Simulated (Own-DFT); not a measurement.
# Point defects and the pressure they add: C40 NbSi2

Source: density functional calculations with Own-DFT, an unreviewed in-house program that is no longer used. Nothing was measured or relaxed, and spin and spin-orbit coupling are left out.

All runs used: PBEsol; PseudoDojo norm-conserving scalar-relativistic files, made for PBE; cutoff 42 hartree; 4 x 4 x 5 k mesh centred on Gamma; cold (Marzari-Vanderbilt) smearing of 0.2 eV.

Keep in mind: forces on such cells failed a check on a denser k mesh; stress not checked against mesh or cutoff.

All runs share one cell, with vectors in Å (0.000, 8.324, 0.000); (-9.613, 0.000, 0.000); (0.000, 0.000, 6.586) and a volume of 527.0 Å³. Atoms were moved at random from their sites; u is the rms move along one axis. The defect's site can differ from row to row.

| cell | formula | u (Å) | P (GPa) |
|---|---|---|---|
| no defect | Nb12Si24 | 0.0187 | -2.21 |
| no defect | Nb12Si24 | 0.0196 | -2.21 |
| no defect | Nb12Si24 | 0.0480 | -1.27 |
| two Nb vacancies | Nb10Si24 | 0.0303 | -3.33 |
| two Nb vacancies | Nb10Si24 | 0.0450 | -3.35 |
| two Nb vacancies | Nb10Si24 | 0.0506 | -3.18 |
| two Si on a Nb site each | Nb10Si26 | 0.0296 | -1.55 |
| two Si on a Nb site each | Nb10Si26 | 0.0300 | -1.74 |
| two Si on a Nb site each | Nb10Si26 | 0.0459 | ? |
| two Si on a Nb site each | Nb10Si26 | 0.0535 | -1.05 |
| two Nb on a Si site each | Nb14Si22 | 0.0270 | 3.53 |
| two Nb on a Si site each | Nb14Si22 | 0.0455 | 4.31 |
| two Nb on a Si site each | Nb14Si22 | 0.0523 | 4.23 |
| one Si vacancy | Nb12Si23 | 0.0301 | -2.66 |
| one Si vacancy | Nb12Si23 | 0.0447 | -2.40 |
| one Si vacancy | Nb12Si23 | 0.0483 | -1.90 |

## Worked fit

P = P0 + c u² + a shift for each defect gives P0 = -2.25 GPa, c = 351 ± 61 GPa/Å² and a scatter of 0.19 GPa. The shifts, and each times the cell's volume:

- two Nb on a Si site each: 5.62 ± 0.16 GPa, 18.5 eV (9.2 eV for each of its 2 sites)
- two Si on a Nb site each: 0.26 ± 0.16 GPa, 0.8 eV (0.4 eV for each of its 2 sites) (not resolved)
- one Si vacancy: -0.69 ± 0.16 GPa, -2.3 eV
- two Nb vacancies: -1.68 ± 0.16 GPa, -5.5 eV (-2.8 eV for each of its 2 sites)

Positive is outwards. The product with the volume (160.2 GPa Å³ to the eV) is nearly free of the cell's size; divided by the bulk modulus at the cell's pressure it gives the volume that the defect adds. The atoms around the defects weren't relaxed, which would change these numbers.

## Prediction

Asked: what pressure belongs in the blank (two Si on a Nb site each, u = 0.0459 Å)?

From the fit: -1.25 ± 0.22 GPa. DFT gave -0.98 GPa.
